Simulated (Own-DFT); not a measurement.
# Reading a pressure off an energy slope: corundum Al2O3, 78 atoms (Al32O46), with two O vacancies

All values are computed. Each geometry was run twice at fixed positions with Own-DFT, a retired in-house plane-wave program that no person has reviewed: with PBE, and with HSE06 (exact exchange share 0.25 at short range, screening 0.11 per bohr, Gygi-Baldereschi treatment of its divergence). Both used PseudoDojo norm-conserving files made for PBE, a cutoff of 48 hartree, the Gamma point alone, fixed occupations, a neutral cell and no spin. One k point on a cell 7.9 Å thick isn't converged, and results move with the size of the cell. The oxygen file's force components were 24 meV/Å off all-electron values in a glass.

Unstrained cell vectors in Å: (5.494, 0.000, 8.660); (-2.747, 4.758, 8.660); (-2.747, -4.758, 8.660), volume V0 = 679.1 Å³, from measured lattice constants. Each geometry has its own random strain of a few per cent, its own defect sites and random moves of rms u per axis. HSE06 gave the energy alone. D is its energy less that of PBE, over the lowest D shown. The PBE stress wasn't checked against mesh or cutoff.

| run | V - V0 (Å³) | u (Å) | P with PBE (GPa) | D (eV) |
|---|---|---|---|---|
| 1 | -3.6 | 0.0275 | 8.67 | 0.640 |
| 2 | -13.4 | 0.0483 | 15.32 | 0.397 |
| 3 | -9.2 | 0.0308 | 10.29 | 0.478 |
| 4 | -18.9 | 0.0537 | 18.04 | 0.205 |
| 5 | -17.8 | 0.0304 | 14.29 | 0.087 |
| 6 | -20.6 | 0.0308 | 15.34 | 0.000 |
| 7 | 12.9 | 0.0465 | 5.02 | 1.422 |
| 8 | -16.5 | 0.0305 | 13.62 | 0.195 |
| 9 | -14.5 | 0.0528 | 15.59 | 0.369 |
| 10 | 8.5 | 0.0495 | 6.16 | 1.315 |
| 11 | -11.1 | 0.0301 | 11.67 | 0.377 |
| 12 | 5.1 | 0.0524 | 7.49 | 1.126 |
| 13 | -5.8 | 0.0309 | 9.08 | ? |

## What the rows give

D = 0.76 + 0.0400 (V - V0) + 72 u² eV, with an error of 0.0007 on the volume slope, 9 on the last term and a scatter of 0.03 eV. Pressure is -dE/dV, and 1 eV/Å³ is 160.2 GPa, so HSE06 changes the pressure by -6.4 ± 0.1 GPa. With the ions held to the strained lattice, the PBE pressure falls by 264 ± 9 GPa per unit of volume strain; the shape of the strain isn't fitted, so the true error is larger, and a relaxed crystal would be softer. On that slope HSE06's volume at a given pressure is about 2.4 % smaller, or 0.8 % in lengths. At u = 0 and V0 the PBE pressure is 5.8 GPa, which puts the zero-pressure volume, against the measured cell and with the defects in, at +2.2 % for PBE and -0.2 % for HSE06, each good to a few tenths of a per cent.

## Prediction

The question: what D should run 13 give?

The fitted form gives 0.60 eV, with rows scattering by 0.03. The calculation gave 0.622 eV.
